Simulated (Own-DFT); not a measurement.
# Computed records: SiGe (diamond-structure random alloy, atoms displaced)

A calculation, not a measurement: plane-wave density functional theory by an unreviewed code, no spin, of a simulated periodic cell, stress positive in tension, run twice, with PBE and with PBEsol, both on files made for PBE, so the change isn't that of files made for PBEsol, forces on such cells passed a denser k mesh, this cell's mesh not checked; the far tail of each file's local potential was reset to the Coulomb form; each entry is a single point on an unrelaxed cell, so the pressure reflects the starting lattice, mostly measured values (interpolated for alloys), from which strain is counted, and rises with the displacements; printed positions are rounded, which can move forces by about a meV/angstrom; the program, named Own-DFT, is a retired in-house code; no spin-orbit coupling; stress was not checked against mesh or cutoff. Program: Own-DFT development build.

Entry: SiGe (diamond-structure random alloy, atoms displaced)

```xyz
64
Lattice="11.0890 0.0000 0.0000 0.0000 11.0890 0.0000 0.0000 0.0000 11.0890" Properties=species:S:1:pos:R:3 SiGe
Ge    11.0837     0.0079    11.0728
Si    11.0773     2.7646     2.7962
Si     2.7683     0.0416     2.8162
Ge     2.7317     2.7700     0.0424
Si     1.4540     1.3742     1.3986
Si     1.4060     4.1251     4.1046
Ge     4.2039     1.3560     4.1749
Ge     4.1436     4.1332     1.4032
Si     0.0471    11.0368     5.5571
Si     0.0434     2.7398     8.3129
Ge     2.7702    11.0588     8.3356
Ge     2.7656     2.7616     5.5756
Si     1.4135     1.3527     6.9027
Ge     1.2988     4.1655     9.7112
Ge     4.1577     1.3394     9.7281
Si     4.0957     4.1398     6.9135
Si     0.0628     5.5567    11.0815
Ge    11.0728     8.3122     2.8181
Ge     2.8205     5.5036     2.7322
Ge     2.7473     8.3794    11.0696
Si     1.3886     6.9451     1.3867
Ge     1.3533     9.7216     4.1796
Ge     4.1476     6.9189     4.1838
Ge     4.1636     9.6750     1.4073
Si    11.0842     5.5261     5.5481
Ge     0.0029     8.3359     8.3538
Si     2.8231     5.5469     8.3570
Si     2.7794     8.3061     5.5388
Ge     1.3611     6.9547     6.9453
Si     1.3521     9.6691     9.7427
Si     4.1639     6.9155     9.7520
Ge     4.1558     9.7435     6.9705
Si     5.4881    11.0779     0.0129
Ge     5.5550     2.7816     2.7576
Ge     8.3265    11.0637     2.7378
Si     8.3238     2.7899    11.0734
Si     6.9482     1.3852     1.3789
Ge     6.9348     4.1369     4.1244
Si     9.7137     1.3631     4.1623
Ge     9.7337     4.2079     1.3962
Si     5.5385     0.0426     5.5329
Si     5.5205     2.7592     8.3096
Si     8.3081     0.0229     8.3468
Si     8.2533     2.7436     5.6146
Ge     6.9008     1.3953     6.9498
Ge     6.9485     4.1471     9.7229
Si     9.7278     1.3889     9.7253
Ge     9.7210     4.1875     6.9541
Si     5.5576     5.5039     0.0377
Si     5.5460     8.3246     2.7909
Ge     8.3571     5.4870     2.7588
Si     8.3158     8.3518     0.0382
Ge     6.9430     6.9131     1.3772
Ge     6.9121     9.6673     4.1662
Ge     9.7364     6.9028     4.1491
Si     9.7761     9.7141     1.4121
Si     5.5261     5.5176     5.5571
Ge     5.5356     8.3052     8.2832
Si     8.3497     5.5620     8.3309
Ge     8.3348     8.3255     5.5829
Ge     6.9416     6.9720     6.9699
Si     6.9328     9.7289     9.7117
Ge     9.6959     6.9577     9.6627
Si     9.7272     9.7202     6.9480
```

- functional: PBE, then PBEsol
- potential files: PseudoDojo norm-conserving, scalar-relativistic, standard set
- wave cutoff: 42 hartree
- occupations: Fermi-Dirac
- smearing width: 0.1 eV
- k mesh: 3 x 3 x 3 centred on Gamma
- PBE pressure: 2.76 GPa
- PBE stress xx: -2.74 GPa
- PBE stress yy: -2.77 GPa
- PBE stress zz: -2.78 GPa
- PBE stress yz: -0.06 GPa
- PBE stress xz: 0.07 GPa
- PBE stress xy: 0.02 GPa
- PBEsol pressure: 0.47 GPa
- PBEsol stress xx: -0.44 GPa
- PBEsol stress yy: -0.47 GPa
- PBEsol stress zz: -0.48 GPa
- PBEsol stress yz: -0.05 GPa
- PBEsol stress xz: 0.06 GPa
- PBEsol stress xy: 0.01 GPa
- rms change of force components from PBE to PBEsol: 0.05 eV/Å

Force:
```csv
force element,PBE force x (eV/Å),PBE force y (eV/Å),PBE force z (eV/Å),PBEsol force x (eV/Å),PBEsol force y (eV/Å),PBEsol force z (eV/Å)
Ge,0.475,0.053,0.508,0.47,0.047,0.494
Si,0.383,-0.464,-0.198,0.331,-0.417,-0.249
Si,-0.014,-0.483,-0.414,0.034,-0.522,-0.358
Ge,0.078,-0.074,-0.63,0.118,-0.033,-0.643
Si,-1.041,-0.039,0.706,-1.025,-0.023,0.6
Si,-0.549,0.259,0.593,-0.448,0.264,0.584
Ge,-0.477,0.349,-0.171,-0.465,0.417,-0.169
Ge,0.695,0.022,-0.8,0.637,-0.011,-0.731
Si,-1.009,1.008,0.38,-0.943,0.937,0.316
Si,-0.493,-0.503,-0.264,-0.476,-0.411,-0.253
Ge,-1.041,0.189,0.328,-0.932,0.18,0.319
Ge,-0.281,0.04,-0.583,-0.237,0.001,-0.606
Si,-0.583,-0.058,0.455,-0.476,-0.055,0.441
Ge,1.098,-0.049,-0.486,1.107,-0.08,-0.439
Ge,0.111,0.752,-0.091,0.035,0.729,-0.095
Si,0.922,0.469,0.74,0.861,0.407,0.674
Si,-0.787,0.863,0.413,-0.813,0.798,0.359
Ge,0.463,-0.03,-0.948,0.448,-0.032,-0.841
Ge,-1.167,0.778,0.52,-1.058,0.745,0.499
Ge,0.089,-1.13,0.225,0.128,-1.063,0.263
Si,0.076,-0.188,-0.105,0.12,-0.14,-0.057
Ge,1.112,-0.222,-0.054,1.047,-0.262,-0.088
Ge,0.405,0.181,-0.024,0.368,0.139,-0.063
Ge,-0.074,0.695,0.528,-0.113,0.645,0.473
Si,0.792,-0.244,-0.448,0.736,-0.198,-0.398
Ge,-0.062,0.516,-0.456,-0.066,0.416,-0.444
Si,-0.378,-0.028,-0.157,-0.46,-0.026,-0.152
Si,-0.164,0.411,0.29,-0.166,0.402,0.285
Ge,0.711,-0.626,-0.229,0.649,-0.569,-0.181
Si,0.11,0.754,-0.561,0.108,0.739,-0.547
Si,0.22,-0.219,-0.123,0.218,-0.126,-0.114
Ge,0.119,-0.427,-1.352,0.116,-0.416,-1.24
Si,1.303,-0.046,0.206,1.183,-0.046,0.207
Ge,0.224,-0.754,-0.231,0.18,-0.69,-0.186
Ge,0.187,0.298,0.193,0.149,0.254,0.227
Si,0.369,-0.629,0.463,0.358,-0.525,0.457
Si,-0.203,-0.045,-0.717,-0.205,-0.047,-0.62
Ge,0.039,0.104,1.201,0.033,0.103,1.089
Si,-0.08,0.24,0.686,-0.127,0.193,0.643
Ge,0.635,-1.064,-0.887,0.568,-0.986,-0.817
Si,0.373,-0.858,0.433,0.368,-0.836,0.428
Si,-0.404,0.485,0.081,-0.357,0.431,0.118
Si,0.442,-0.279,0.042,0.392,-0.233,-0.006
Si,1.139,0.23,-0.942,1.075,0.257,-0.888
Ge,-0.038,-0.371,0.247,-0.044,-0.361,0.24
Ge,-0.247,0.155,-0.548,-0.241,0.153,-0.533
Si,-0.535,0.487,-0.596,-0.478,0.435,-0.539
Ge,-0.233,-0.671,-0.113,-0.232,-0.647,-0.109
Si,-0.377,0.433,-0.425,-0.324,0.379,-0.37
Si,-0.048,-0.667,-0.117,-0.047,-0.656,-0.116
Ge,-0.512,0.875,0.353,-0.491,0.846,0.335
Si,0.304,0.386,-0.312,0.301,0.297,-0.301
Ge,-0.227,0.348,0.17,-0.185,0.295,0.207
Ge,-0.17,0.555,0.129,-0.094,0.54,0.13
Ge,-0.448,-0.279,0.723,-0.47,-0.232,0.661
Si,-0.813,-0.421,-0.496,-0.755,-0.375,-0.444
Si,0.168,-0.047,0.293,0.206,-0.001,0.241
Ge,-0.113,0.299,1.442,-0.103,0.294,1.323
Si,-0.495,-0.134,-0.021,-0.48,-0.126,-0.021
Ge,0.467,0.092,-0.184,0.409,0.05,-0.214
Ge,0.047,-1.418,-0.474,0.039,-1.298,-0.466
Si,-0.052,-0.049,0.309,-0.099,-0.09,0.259
Ge,-0.24,-0.376,1.279,-0.185,-0.327,1.204
Si,-0.198,0.569,0.22,-0.198,0.47,0.22
```
